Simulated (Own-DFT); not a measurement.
# One host, several defects: zincblende GaAs

No measurement is shown. These are fixed-geometry runs of a retired plane-wave code named Own-DFT, which no person has reviewed; spin and spin-orbit coupling are neglected.

Settings: PBE; PseudoDojo norm-conserving scalar-relativistic files; cutoff 42 hartree; 3 x 3 x 3 k mesh centred on Gamma; Fermi-Dirac smearing of 0.1 eV.

Limits (not all hold for every row): not probed for a lower state with spin; forces not confirmed at this smearing and k mesh; stress not checked against mesh or cutoff.

All runs share one cell, with vectors in Å (11.737, 0.000, 0.000); (0.000, 11.737, 0.000); (0.000, 0.000, 10.919) and a volume of 1504.3 Å³, strained against the parent crystal. Atoms were moved at random from their sites; u is the rms move along one axis. The defect's site can differ from row to row.

```
cell,formula,u (Å),P (GPa)
no defect,As32Ga32,0.0312,0.80
no defect,As32Ga32,0.0322,0.78
no defect,As32Ga32,0.0493,0.96
one P on an As site,As31Ga32P,0.0279,0.54
one P on an As site,As31Ga32P,0.0307,0.58
one P on an As site,As31Ga32P,0.0506,0.85
one Al on a Ga site,AlAs32Ga31,0.0290,0.72
one Al on a Ga site,AlAs32Ga31,0.0298,0.72
one Al on a Ga site,AlAs32Ga31,0.0475,0.99
one As vacancy and one Ga vacancy,As31Ga31,0.0276,0.44
one As vacancy and one Ga vacancy,As31Ga31,0.0281,?
one As vacancy and one Ga vacancy,As31Ga31,0.0474,0.55
one As vacancy and one Ga vacancy,As31Ga31,0.0479,0.72
one In on a Ga site,As32Ga31In,0.0303,1.33
one In on a Ga site,As32Ga31In,0.0318,1.38
one In on a Ga site,As32Ga31In,0.0547,1.78
```

## Working it out

P = P0 + c u² + a shift for each defect gives P0 = 0.59 GPa, c = 171 ± 18 GPa/Å² and a scatter of 0.05 GPa. The shifts, and each times the cell's volume:

- one In on a Ga site: 0.62 ± 0.04 GPa, 5.8 eV
- one Al on a Ga site: -0.01 ± 0.04 GPa, -0.1 eV (not resolved)
- one P on an As site: -0.18 ± 0.04 GPa, -1.7 eV
- one As vacancy and one Ga vacancy: -0.32 ± 0.04 GPa, -3.0 eV

Against the defect-free cell, a freed cell would be larger where the shift is positive and smaller where it is negative (160.2 GPa Å³ is 1 eV). The atoms around the defects weren't relaxed, which would change these numbers.

## Check

Asked: what pressure belongs in the blank (one As vacancy and one Ga vacancy, u = 0.0281 Å)?

The fit gives 0.41 ± 0.06 GPa. The run itself gave 0.49 GPa.
